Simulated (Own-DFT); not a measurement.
# What random displacements cost in monoclinic HfO2, 96 atoms (Hf32O64)

These are calculations, not measurements. The program, named Own-DFT, is a retired in-house plane-wave density functional code that no person has reviewed. Each row is one single-point run on a periodic cell that was not relaxed, without spin or spin-orbit coupling.

Settings of every run: PBE; PseudoDojo norm-conserving scalar-relativistic files; cutoff 72 hartree; 2 x 2 x 2 k mesh centred on Gamma; Fermi-Dirac smearing of 0.1 eV.

Known limits, some of them of some rows only: some atoms lie very close together; hafnium file: forces about 75 meV/angstrom off all-electron values; oxygen file: force components 24 meV/angstrom off all-electron in a glass; forces on such cells passed a denser k mesh, each cell not checked; stress not checked against mesh or cutoff.

Cell vectors in Å: (10.234, 0.000, 0.000); (0.000, 10.350, 0.000); (-1.696, 0.000, 10.445). In each run every atom was moved at random and independently from its ideal site; u is the rms move along one axis. E is the free energy for each atom above the fitted value at u = 0, and F the rms of the force components.

```
run,u (Å),E (meV/atom),F (eV/Å),largest force (eV/Å),P (GPa)
1,0.0197,10.2,0.446,1.63,4.19
2,0.0203,?,?,?,?
3,0.0493,54.7,0.991,4.49,5.31
4,0.0507,64.6,1.128,5.17,5.68
5,0.0750,133.4,1.607,6.27,8.11
6,0.0776,170.1,1.972,8.10,9.91
7,0.1228,342.7,2.839,14.61,15.53
8,0.1487,527.3,3.726,20.22,21.65
```

## Worked fit

For small independent moves the energy grows as E = (3/2) K u², with K the mean stiffness felt by one atom. The runs with u up to 0.11 Å give K = 16.7 ± 1.0 eV/Å², with residuals divided by u² + 0.0006 Å², since the noise grows with the moves. The scatter is 6.7 meV/atom at u = 0.05 Å. The forces follow F = G u with G = 22.4 eV/Å²; no force at u = 0 is resolved. G exceeds K because the moves of its neighbours add to the force on an atom, and stiffness differs between atoms. At u = 0.149 Å the parabola gives 555 meV/atom and the run 527. The pressure follows P = 3.42 + 945 u² GPa: at fixed volume, shortened bonds push harder than stretched ones pull.

## Withheld run

Question: what energy and rms force should run 2 give?

The fit gives 10 ± 2 meV/atom and about 0.46 eV/Å. The calculation gave 10.0 meV/atom and 0.435 eV/Å.
